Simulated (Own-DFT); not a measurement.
# Computed records: GaN (wurtzite, atoms displaced)

A calculation, not a measurement: plane-wave PBE density functional theory by an unreviewed code, no spin, of a simulated periodic cell, stress positive in tension, free energy of the whole cell less one offset for each atom, forces on such cells passed a denser k mesh, this cell's mesh not checked; offsets are fitted by least squares, one for each functional and potential file, so energies compare only between cells with the same atoms and settings and are not formation energies; the far tail of each file's local potential was reset to the Coulomb form; each entry is a single point on an unrelaxed cell, so the pressure reflects the starting lattice, mostly measured values (interpolated for alloys), from which strain is counted, and rises with the displacements; printed positions are rounded, which can move forces by about a meV/angstrom; the program, named Own-DFT, is a retired in-house code; no spin-orbit coupling. Program: Own-DFT development build.

Settings shared by all entries: functional PBE; potential files PseudoDojo norm-conserving, scalar-relativistic, standard set with the stringent files for Ga; wave cutoff 96 hartree; occupations Gaussian; smearing width 0.01 eV; k mesh 3 x 4 x 3 centred on Gamma.

(1) GaN (wurtzite, atoms displaced)

```
GaN
1.0
     12.7560     0.0000     0.0000
     -4.7835     8.2853     0.0000
      0.0000     0.0000    10.3700
Ga N Ga N Ga N Ga N Ga N Ga N Ga N Ga N Ga N Ga N Ga N Ga N Ga N Ga N Ga N Ga N Ga N Ga N Ga N Ga N Ga N Ga N Ga N Ga N
2 2 2 2 2 2 2 2 2 2 2 2 2 2 2 2 2 2 2 2 2 2 2 2 2 2 2 2 2 2 2 2 2 2 2 2 2 2 2 2 2 2 2 2 2 2 2 2
Direct
  0.08173 0.21906 0.98812
  0.16395 0.10755 0.24969
  0.08548 0.22439 0.18376
  0.16536 0.10509 0.43104
  0.08000 0.22608 0.49891
  0.16736 0.11076 0.75075
  0.07318 0.20519 0.68887
  0.16495 0.11441 0.93833
  0.08245 0.54918 0.00347
  0.17150 0.44632 0.24452
  0.08781 0.55942 0.18502
  0.16255 0.44161 0.43227
  0.07834 0.55429 0.49701
  0.16174 0.44194 0.75217
  0.08351 0.55410 0.68441
  0.16572 0.44344 0.93429
  0.07599 0.88294 0.99791
  0.17144 0.77245 0.25289
  0.09036 0.88338 0.19302
  0.16937 0.77442 0.43969
  0.08338 0.88849 0.51559
  0.16892 0.78338 0.74764
  0.07989 0.88425 0.68611
  0.17187 0.78564 0.94666
  0.33918 0.22719 0.00043
  0.41632 0.11549 0.25943
  0.33017 0.22009 0.19100
  0.42502 0.11160 0.43854
  0.33350 0.21318 0.50256
  0.41295 0.11252 0.73986
  0.32630 0.21781 0.68036
  0.41174 0.10831 0.93443
  0.33763 0.56274 0.99977
  0.41608 0.44842 0.25644
  0.32973 0.56860 0.18781
  0.41514 0.44508 0.44039
  0.34074 0.56624 0.50936
  0.41791 0.44472 0.75891
  0.33363 0.55771 0.68924
  0.41225 0.44385 0.93685
  0.32669 0.87417 0.00305
  0.42145 0.77861 0.25500
  0.32928 0.88898 0.18137
  0.41546 0.78552 0.43292
  0.34136 0.89544 0.49886
  0.42216 0.78016 0.74662
  0.33715 0.89748 0.68237
  0.42112 0.77454 0.94183
  0.58409 0.21976 0.00629
  0.66440 0.11227 0.24237
  0.59275 0.23303 0.19179
  0.67319 0.12198 0.43431
  0.58543 0.22401 0.49293
  0.66758 0.11237 0.75183
  0.58922 0.22510 0.68145
  0.66737 0.10558 0.94032
  0.58976 0.54279 0.99650
  0.66356 0.44566 0.24904
  0.58362 0.55648 0.18966
  0.66592 0.45248 0.43830
  0.57904 0.55108 0.50059
  0.67177 0.44561 0.75092
  0.58818 0.55999 0.69078
  0.66528 0.44870 0.94032
  0.57592 0.88849 0.99871
  0.66060 0.77087 0.25143
  0.58414 0.88110 0.18111
  0.66241 0.78055 0.43347
  0.58422 0.88624 0.49995
  0.67080 0.76904 0.74466
  0.58296 0.89187 0.68890
  0.67302 0.77692 0.93141
  0.82931 0.21554 0.00392
  0.91224 0.11327 0.25934
  0.83208 0.22433 0.19023
  0.91194 0.10440 0.43176
  0.83304 0.21535 0.50148
  0.91590 0.11934 0.74497
  0.83311 0.22090 0.69014
  0.91301 0.10574 0.92604
  0.84026 0.56049 0.99773
  0.91449 0.44216 0.24573
  0.83117 0.55256 0.18393
  0.93011 0.45100 0.43775
  0.83321 0.55379 0.49215
  0.91931 0.44632 0.75146
  0.84044 0.55994 0.68857
  0.91602 0.43706 0.93373
  0.83414 0.88972 0.00172
  0.91884 0.77558 0.24729
  0.84409 0.89141 0.18693
  0.92480 0.79185 0.43916
  0.83719 0.88622 0.49412
  0.90929 0.76479 0.75721
  0.83446 0.88200 0.68884
  0.91789 0.77589 0.94418
```

| Property | Result |
| --- | --- |
| free energy of cell above offsets | -4.336 eV |
| pressure | 7.21 GPa |
| stress xx | -6.97 GPa |
| stress yy | -5.77 GPa |
| stress zz | -8.89 GPa |
| stress yz | -0.61 GPa |
| stress xz | 0.01 GPa |
| stress xy | 0.18 GPa |

Force:
```
element  x (eV/Å)  y (eV/Å)  z (eV/Å)
     Ga    -0.856     0.183     1.522
     Ga    -0.309    -0.372    -0.721
      N    -0.686    -0.358    -0.123
      N     0.033     0.563     2.097
     Ga     1.222    -0.605    -0.347
     Ga     -0.81    -0.716     0.203
      N      1.17     2.175    -0.821
      N     1.333    -0.865    -0.362
     Ga    -0.188     0.781     -0.85
     Ga    -1.254    -0.982     0.632
      N    -0.686    -1.234     0.508
      N      0.88     0.719     0.947
     Ga      3.38     1.515     0.835
     Ga     0.463    -0.183    -1.053
      N    -0.025     0.428     0.645
      N      0.44      0.45      0.61
     Ga     2.127     1.615     1.489
     Ga    -0.822     0.523     0.213
      N    -1.411      0.11    -1.046
      N    -0.095     1.002     0.503
     Ga     0.664     0.243    -4.218
     Ga     0.426    -0.669     0.633
      N     0.039     0.202     3.384
      N    -1.599    -1.978    -2.244
     Ga    -0.982     -1.15     0.457
     Ga    -0.003     -0.68    -2.466
      N     0.761     1.131    -0.085
      N    -1.296     0.345     0.368
     Ga    -1.359     0.603    -1.877
     Ga     1.152     0.675     1.458
      N     0.725     1.076     1.526
      N     1.255     0.086     0.006
     Ga    -0.515    -1.417      0.37
     Ga     -0.54    -0.423    -1.197
      N     2.313    -0.893    -0.383
      N      0.03    -0.259     0.469
     Ga    -1.268    -1.185    -1.816
     Ga    -0.116    -0.002    -2.024
      N     0.149    -0.333     0.932
      N     1.111     0.265     1.184
     Ga     1.079     2.063    -0.648
     Ga     -1.12     0.896      -1.7
      N     1.933     0.931     2.179
      N     1.723    -0.747     1.436
     Ga    -1.673    -1.041     -0.06
     Ga    -1.125     0.075     0.823
      N     0.286    -1.241     0.752
      N    -1.989     0.306    -1.777
     Ga    -0.726    -0.178    -1.293
     Ga     0.962    -0.864     1.096
      N    -1.604    -1.426    -0.416
      N    -0.281    -1.278    -0.255
     Ga      1.15     0.824     0.878
     Ga    -0.115    -0.158     -0.21
      N    -0.875     0.121     0.653
      N    -1.063     0.756    -0.085
     Ga     -4.59     3.494     1.402
     Ga     0.727     1.016      0.38
      N    -0.502    -0.756     -0.69
      N     0.775    -0.658    -0.354
     Ga    -0.017     0.979     0.342
     Ga    -0.172    -0.363    -0.486
      N    -0.577    -2.357    -0.782
      N     4.186    -2.544    -1.416
     Ga     2.953    -0.363    -0.264
     Ga     1.465     1.086     -0.96
      N    -0.698     1.215     1.038
      N     1.178     -0.75     0.893
     Ga    -0.726     1.394     0.062
     Ga    -0.824     2.269     1.024
      N     1.143    -0.256    -0.487
      N    -1.111    -0.622     1.001
     Ga     1.142     0.167    -0.711
     Ga     1.431    -0.132    -3.403
      N     0.235    -0.595    -0.452
      N     0.167     0.571     2.737
     Ga    -0.177     1.119    -0.167
     Ga     0.226    -2.481     0.373
      N    -0.876      0.71     -0.85
      N    -0.093     0.527     1.908
     Ga    -0.314    -1.422     0.359
     Ga     0.799      0.98     0.513
      N     0.049     0.106     0.649
      N    -4.278    -2.357    -1.236
     Ga     0.654     0.903     0.609
     Ga     0.237    -0.253    -0.773
      N    -0.632    -1.582    -0.661
      N    -0.363     0.416     1.167
     Ga    -0.375     0.167    -0.325
     Ga     1.005     0.485     0.464
      N    -1.934     0.071     0.449
      N     0.362    -2.367    -0.696
     Ga    -1.243    -0.098     1.182
     Ga     0.362     2.173    -0.557
      N    -0.169     0.829    -0.929
      N    -0.846    -0.147    -1.082
```

(2) GaN (wurtzite, atoms displaced)

```
GaN
1.0
     12.7560     0.0000     0.0000
     -4.7835     8.2853     0.0000
      0.0000     0.0000    10.3700
Ga N Ga N Ga N Ga N Ga N Ga N Ga N Ga N Ga N Ga N Ga N Ga N Ga N Ga N Ga N Ga N Ga N Ga N Ga N Ga N Ga N Ga N Ga N Ga N
2 2 2 2 2 2 2 2 2 2 2 2 2 2 2 2 2 2 2 2 2 2 2 2 2 2 2 2 2 2 2 2 2 2 2 2 2 2 2 2 2 2 2 2 2 2 2 2
Direct
  0.08009 0.21565 0.00337
  0.16280 0.11712 0.24990
  0.07706 0.21129 0.19004
  0.16109 0.10957 0.44288
  0.08800 0.22219 0.50535
  0.16609 0.11891 0.75852
  0.07603 0.22687 0.68931
  0.17027 0.11846 0.93838
  0.08079 0.55458 0.99545
  0.16391 0.44214 0.24661
  0.07302 0.54250 0.19598
  0.16400 0.44876 0.44154
  0.09303 0.56193 0.49795
  0.16569 0.44249 0.74926
  0.08637 0.54884 0.68892
  0.16419 0.44659 0.93815
  0.08873 0.89386 0.00509
  0.16672 0.77540 0.24477
  0.08291 0.88833 0.18673
  0.17151 0.78395 0.43739
  0.08344 0.89565 0.50058
  0.16921 0.78678 0.74800
  0.08531 0.88912 0.68357
  0.16290 0.77695 0.93850
  0.33421 0.22710 0.00164
  0.41467 0.10997 0.25896
  0.34373 0.23718 0.18564
  0.42036 0.10595 0.43709
  0.32742 0.21302 0.50213
  0.41584 0.12392 0.75050
  0.33781 0.21981 0.69873
  0.41840 0.11436 0.94808
  0.33569 0.55503 0.99920
  0.41847 0.44276 0.25500
  0.32861 0.55140 0.18064
  0.40738 0.43980 0.43747
  0.33746 0.55649 0.49867
  0.41883 0.45134 0.74974
  0.33249 0.54979 0.68948
  0.41612 0.44430 0.94111
  0.32803 0.88936 0.99656
  0.42134 0.76969 0.25639
  0.33227 0.89268 0.18547
  0.41255 0.78159 0.43476
  0.32667 0.88429 0.49640
  0.40946 0.77513 0.75426
  0.33384 0.88627 0.68314
  0.42334 0.77946 0.93677
  0.58573 0.22937 0.99793
  0.66487 0.11519 0.25253
  0.57416 0.20867 0.20118
  0.66871 0.11314 0.43910
  0.58227 0.21691 0.50599
  0.66456 0.11496 0.75419
  0.58768 0.22470 0.69209
  0.66665 0.11059 0.93595
  0.57869 0.55894 0.99672
  0.67146 0.44807 0.24837
  0.57760 0.55224 0.19511
  0.67276 0.44586 0.43973
  0.58543 0.56900 0.50963
  0.66449 0.44569 0.75035
  0.58741 0.55681 0.69062
  0.66301 0.43598 0.93851
  0.58935 0.89779 0.01045
  0.66529 0.78047 0.24983
  0.58216 0.89060 0.18648
  0.66434 0.77723 0.43833
  0.58007 0.88154 0.50738
  0.66461 0.77343 0.74706
  0.58558 0.88674 0.68304
  0.67042 0.78347 0.93217
  0.82664 0.22417 0.99765
  0.92044 0.11862 0.24166
  0.83217 0.22477 0.19167
  0.91323 0.11250 0.43533
  0.82860 0.21607 0.48879
  0.92074 0.11454 0.74840
  0.83157 0.22286 0.68162
  0.91584 0.11522 0.93954
  0.83345 0.55590 0.99319
  0.91518 0.43895 0.25098
  0.83498 0.56581 0.19154
  0.91803 0.45114 0.43567
  0.82958 0.55751 0.49807
  0.91615 0.43776 0.74613
  0.83700 0.56432 0.69226
  0.91358 0.44673 0.93842
  0.82860 0.88755 0.99685
  0.91623 0.77686 0.24641
  0.82903 0.88196 0.19371
  0.92383 0.78003 0.43525
  0.83614 0.89462 0.49771
  0.90930 0.76795 0.74801
  0.83415 0.89747 0.69504
  0.91412 0.77517 0.93628
```

| Item | Value |
| --- | --- |
| free energy of cell above offsets | -4.966 eV |
| pressure | 7.12 GPa |
| stress xx | -7.84 GPa |
| stress yy | -6.45 GPa |
| stress zz | -7.06 GPa |
| stress yz | 0 GPa |
| stress xz | -0.25 GPa |
| stress xy | 0.07 GPa |

Force:
```
element  x (eV/Å)  y (eV/Å)  z (eV/Å)
     Ga    -0.502     1.092    -0.667
     Ga     2.309     -0.93     0.311
      N     0.626     1.971    -0.823
      N     1.162     0.708    -1.062
     Ga    -2.314     0.875    -0.648
     Ga     0.026    -0.941    -1.665
      N     2.772    -0.302    -0.131
      N    -0.199    -0.639     0.962
     Ga    -0.154     -0.23     0.896
     Ga     0.193     0.149     0.672
      N     1.425     1.676    -1.881
      N     2.331    -1.297     -1.04
     Ga    -2.605    -0.008     0.579
     Ga      0.21      0.44     0.617
      N    -1.257     1.548    -0.166
      N     0.842    -0.649      0.28
     Ga     -1.21    -0.475    -1.123
     Ga     0.053    -0.185     0.607
      N     0.106     0.719     0.679
      N    -1.705    -0.545    -0.695
     Ga     0.726    -1.571    -0.144
     Ga     0.134    -1.365    -0.122
      N    -0.933     0.896     1.228
      N     0.257      0.18    -0.394
     Ga     0.683    -0.272     0.252
     Ga    -0.697    -0.389    -1.832
      N    -1.293    -2.374      0.89
      N    -1.473     0.608     1.832
     Ga     0.871     0.595     0.115
     Ga     3.591    -2.707     1.531
      N    -3.565     1.968    -2.072
      N    -0.443    -0.107    -1.601
     Ga    -1.066     0.539    -0.507
     Ga     -1.01     0.667    -0.458
      N     0.486     0.121     1.665
      N     1.775    -0.256      1.08
     Ga     -1.78     0.308     0.331
     Ga     0.331     -0.75     0.539
      N    -0.251     0.607    -0.407
      N    -0.002     0.151    -1.186
     Ga     1.489    -0.016     0.731
     Ga    -1.796     0.474    -1.873
      N     0.517    -0.833      0.34
      N     1.409    -0.806     1.138
     Ga     1.235      0.88     0.571
     Ga     1.337     0.312    -0.678
      N     -0.39     1.001     0.802
      N    -0.874     0.143     0.702
     Ga    -0.183    -2.114     1.741
     Ga     0.535    -0.605     0.394
      N     0.787     2.422    -2.086
      N    -1.195    -1.452    -0.047
     Ga     0.436     0.914    -0.815
     Ga     1.495    -1.004    -1.239
      N    -1.473     0.045    -0.151
      N    -0.719     0.154     0.846
     Ga     1.228      0.16     1.094
     Ga    -0.869    -0.712      0.58
      N     1.125     0.996     -1.24
      N    -2.425    -0.564     0.146
     Ga     0.726    -2.147    -2.021
     Ga     1.535    -0.187     0.088
      N    -1.036    -0.345     0.203
      N    -0.512     2.271    -0.219
     Ga    -0.473    -0.905    -2.468
     Ga     0.268    -0.631     0.161
      N     0.475     0.015     1.598
      N     0.209     0.505      0.07
     Ga    -0.484     1.266     -1.87
     Ga     0.048     1.726     0.359
      N    -1.089     0.027      2.11
      N    -1.163    -0.919     0.892
     Ga     1.384     0.357     0.548
     Ga    -1.767    -2.038     1.474
      N    -0.349    -0.876     -1.15
      N     1.577     0.045    -0.349
     Ga     0.608     1.946     1.373
     Ga    -2.321    -0.261     0.722
      N    -0.014    -0.552      0.57
      N     -0.05    -0.232     0.158
     Ga    -0.636     0.411      1.24
     Ga    -1.635     0.951     0.658
      N     0.643    -2.082    -1.514
      N     0.355    -0.448     0.882
     Ga     1.913     0.438      0.47
     Ga     -0.11     0.834    -0.236
      N    -0.251    -2.848    -1.079
      N     0.668    -0.581    -0.497
     Ga     1.261     0.311     0.609
     Ga     0.071     0.886     0.738
      N    -0.115     1.334    -1.172
      N    -1.531     0.149      0.33
     Ga     0.281    -0.387     0.261
     Ga     0.532      3.09     0.648
      N     0.512    -1.347    -1.347
      N     0.352     1.006     0.361
```

(3) GaN (wurtzite, atoms displaced)

```
GaN
1.0
     12.7560     0.0000     0.0000
     -4.7835     8.2853     0.0000
      0.0000     0.0000    10.3700
Ga N Ga N Ga N Ga N Ga N Ga N Ga N Ga N Ga N Ga N Ga N Ga N Ga N Ga N Ga N Ga N Ga N Ga N Ga N Ga N Ga N Ga N Ga N Ga N
2 2 2 2 2 2 2 2 2 2 2 2 2 2 2 2 2 2 2 2 2 2 2 2 2 2 2 2 2 2 2 2 2 2 2 2 2 2 2 2 2 2 2 2 2 2 2 2
Direct
  0.08045 0.22046 0.99569
  0.16396 0.10521 0.24803
  0.08159 0.21089 0.18907
  0.16665 0.10678 0.43653
  0.08512 0.22903 0.50639
  0.16431 0.11325 0.74533
  0.08564 0.22483 0.68302
  0.16742 0.10642 0.94321
  0.08739 0.56305 0.99043
  0.17069 0.44921 0.25635
  0.08346 0.55555 0.18378
  0.16357 0.44230 0.43848
  0.08672 0.55553 0.50280
  0.16750 0.44671 0.74344
  0.09262 0.56789 0.68498
  0.16191 0.44508 0.93661
  0.08449 0.87892 0.99844
  0.16809 0.78543 0.24960
  0.07880 0.88581 0.18838
  0.16539 0.77758 0.44396
  0.07534 0.87980 0.49736
  0.16507 0.77638 0.74841
  0.08567 0.88827 0.69375
  0.15816 0.76358 0.93578
  0.32946 0.22521 0.00192
  0.42214 0.12491 0.25422
  0.33394 0.22945 0.19297
  0.41402 0.12394 0.44618
  0.33710 0.22822 0.49947
  0.42484 0.12088 0.75513
  0.33059 0.21664 0.68558
  0.41430 0.11399 0.93765
  0.33037 0.56130 0.00759
  0.41279 0.44770 0.25571
  0.32869 0.55538 0.19474
  0.42345 0.44543 0.43710
  0.32403 0.54926 0.49327
  0.41614 0.44550 0.74729
  0.33288 0.56050 0.69260
  0.41327 0.44237 0.94506
  0.33180 0.89327 0.99986
  0.41410 0.77016 0.24324
  0.33142 0.88545 0.18779
  0.41828 0.78317 0.44069
  0.33238 0.88694 0.49562
  0.40662 0.77362 0.74961
  0.33687 0.88935 0.68351
  0.41233 0.77356 0.93847
  0.58390 0.21624 0.99573
  0.66450 0.10461 0.24716
  0.58628 0.23140 0.18674
  0.66553 0.10154 0.43580
  0.58743 0.22439 0.50178
  0.66979 0.11749 0.74474
  0.58773 0.21632 0.68876
  0.67421 0.12732 0.94793
  0.57692 0.54700 0.00548
  0.67243 0.44452 0.24447
  0.59418 0.55436 0.18984
  0.66373 0.44143 0.42977
  0.59011 0.56157 0.50012
  0.66798 0.45776 0.74373
  0.58091 0.55737 0.68505
  0.67100 0.44656 0.93361
  0.58398 0.88541 0.00037
  0.66841 0.77176 0.24424
  0.58573 0.89210 0.18746
  0.66811 0.78179 0.44187
  0.58621 0.89788 0.49501
  0.67197 0.77128 0.75235
  0.58512 0.89518 0.69075
  0.66935 0.78849 0.93749
  0.83852 0.23376 0.99782
  0.91235 0.10871 0.25201
  0.83604 0.21655 0.18759
  0.91641 0.11173 0.42895
  0.83772 0.23585 0.48984
  0.92130 0.10830 0.75491
  0.83436 0.23012 0.68901
  0.92223 0.10946 0.94859
  0.83643 0.55881 0.99949
  0.91918 0.44626 0.25071
  0.83305 0.54699 0.19500
  0.91009 0.44269 0.43269
  0.83134 0.55509 0.49941
  0.90979 0.44586 0.75553
  0.83083 0.55985 0.69460
  0.91345 0.44528 0.94628
  0.83643 0.90576 0.99272
  0.91404 0.76909 0.25566
  0.84442 0.88932 0.20311
  0.91504 0.78038 0.44449
  0.83561 0.88850 0.49776
  0.91624 0.77576 0.75383
  0.83585 0.88233 0.68851
  0.92141 0.78304 0.94342
```

| Quantity | Value |
| --- | --- |
| free energy of cell above offsets | -4.127 eV |
| pressure | 7.29 GPa |
| stress xx | -7.39 GPa |
| stress yy | -8.62 GPa |
| stress zz | -5.85 GPa |
| stress yz | 0.56 GPa |
| stress xz | -0.13 GPa |
| stress xy | 0.83 GPa |

Force:
```
element  x (eV/Å)  y (eV/Å)  z (eV/Å)
     Ga     2.144     0.928     1.897
     Ga    -0.065     0.392     0.425
      N    -0.664     1.905    -0.312
      N     -0.55     0.484     0.766
     Ga     0.095    -2.166    -2.788
     Ga     1.317    -0.719     1.003
      N    -0.646         0     1.769
      N    -0.729     0.056    -1.153
     Ga    -0.423    -3.111     2.215
     Ga    -2.013    -1.951    -1.697
      N     0.442     0.346     0.596
      N    -0.239     0.047     0.263
     Ga     -1.41     0.424    -0.663
     Ga    -0.174      0.15     1.275
      N    -1.224    -2.253     0.468
      N     1.059    -0.473    -0.442
     Ga    -0.872      1.27     0.616
     Ga    -0.088    -1.109     0.277
      N     0.811    -0.435    -0.042
      N    -0.058    -0.437    -1.125
     Ga     1.282     1.638     1.129
     Ga     0.897     1.581    -0.136
      N    -1.092     0.055    -0.831
      N     1.033     3.488    -0.813
     Ga     0.488    -0.404     0.523
     Ga    -0.092    -0.715     0.016
      N      0.17    -0.508    -0.571
      N     2.947    -1.946     -1.39
     Ga    -1.844    -0.283      0.38
     Ga    -0.671    -1.279    -1.443
      N     0.219     1.194       0.8
      N     0.352    -0.077     0.635
     Ga     0.044      -1.2    -1.107
     Ga      1.52    -0.238    -0.731
      N     1.185     -0.28    -0.748
      N    -1.502     0.901     0.763
     Ga     2.382     1.655     1.281
     Ga    -0.571    -0.434     0.575
      N     0.556    -1.446    -1.435
      N    -0.374     0.958    -0.879
     Ga     0.143    -0.522    -0.131
     Ga    -0.031     2.198     1.427
      N     0.239     1.182     0.133
      N     0.038    -1.203    -1.216
     Ga    -0.241     1.278     0.606
     Ga     1.935     1.368     0.026
      N    -1.335     0.817     0.798
      N     0.076     0.957     0.473
     Ga    -1.433      1.59     0.794
     Ga     0.035     1.586    -0.078
      N     0.304    -1.805    -0.186
      N    -0.429     3.059    -0.581
     Ga    -0.562    -0.612    -0.558
     Ga     1.098    -1.451     1.524
      N    -1.864     2.274    -0.402
      N     0.935    -2.502     -1.74
     Ga     1.225     0.681    -0.727
     Ga    -0.317    -0.418      0.72
      N    -2.529     0.094    -0.348
      N      0.66     0.437     1.613
     Ga    -0.608    -0.074    -0.869
     Ga     0.236    -2.066     1.226
      N     0.083    -0.273     0.287
      N    -1.075     0.059     0.313
     Ga    -1.074     1.351    -0.564
     Ga     0.453      1.25     1.014
      N    -0.028    -1.815     -0.21
      N     0.162    -0.327    -0.773
     Ga     0.225    -2.428     1.941
     Ga    -2.024     1.601    -0.548
      N     0.399    -1.048    -0.021
      N     0.854    -1.468     0.309
     Ga     0.318    -1.526     1.318
     Ga     1.655     0.098    -1.133
      N    -1.346     0.886    -0.157
      N     0.096     0.664     3.155
     Ga     0.379    -2.882     1.285
     Ga    -1.268     0.232     -0.75
      N     1.439    -0.336    -0.403
      N        -2     2.453    -2.696
     Ga     -1.16      0.37     0.843
     Ga     0.789      -0.8    -1.133
      N     0.338     1.314    -1.315
      N     1.072     1.963     0.965
     Ga     -0.37     0.015     0.194
     Ga      1.11     0.165     -0.25
      N     0.829    -0.266    -1.458
      N     1.148      1.13     -1.57
     Ga     0.947    -4.087     2.587
     Ga     0.574     0.172    -0.433
      N    -2.297    -0.472    -2.156
      N     0.412    -1.519    -0.648
     Ga    -1.326     1.132     0.142
     Ga     0.986     0.757     0.385
      N    -0.405     1.176     0.125
      N    -1.109    -0.418    -0.512
```
